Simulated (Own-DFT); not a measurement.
# Same atoms, different arrangement: In32P32, 64 atoms

These are calculations, not measurements. The program, named Own-DFT, is a retired in-house plane-wave density functional code that no person has reviewed. Each row is one single-point run on a periodic cell that was not relaxed, without spin or spin-orbit coupling.

Settings of every run: PBE; PseudoDojo norm-conserving scalar-relativistic files; cutoff 36 hartree; 3 x 3 x 3 k mesh centred on Gamma; Fermi-Dirac smearing of 0.1 eV.

Known limits, some of them of some rows only: not probed for a lower state with spin; forces on such cells moved up to 12 meV/angstrom on a denser k mesh; stress not checked against mesh or cutoff.

All cells hold the same atoms in the same cell, with vectors in Å (11.737, 0.000, 0.000); (0.000, 11.737, 0.000); (0.000, 0.000, 11.737). Every atom was moved at random from its ideal site; u is the rms move along one axis. The defect's site can differ from row to row. E is the free energy of the cell above the lowest run. The arrangements:

- A: zincblende InP
- B: zincblende InP, with one In on a P site and one P on an In site, 2.5 Å apart

```
arrangement   u (Å)  E (eV)  P (GPa)
          A  0.0202   0.006     3.21
          A  0.0205   0.000     3.20
          A  0.0213   0.012     3.21
          A  0.0470   1.798     3.56
          A  0.0480   1.662     3.51
          A  0.0523   2.637     3.73
          B  0.0286   4.305     3.61
          B  0.0302   4.460     3.61
          B  0.0319   4.487     3.63
          B  0.0489   6.244     4.01
          B  0.0503   6.056     3.96
          B  0.0537   6.263     3.98
```

Question: once the cost of the random moves is taken out, how do the arrangements rank?

## Worked answer

Fit E = a + b u², with one b for all and one a for each arrangement, and with residuals divided by u², since the noise grows with the moves. Then b = 1023 eV/Å², the scatter at u = 0.04 Å is 0.12 eV, and against A:

- B: 3.92 ± 0.05 eV (higher)

These are energies of unrelaxed cells. Relaxing the atoms lowers the strained arrangements most, so the gaps would shrink and small ones could change sign.
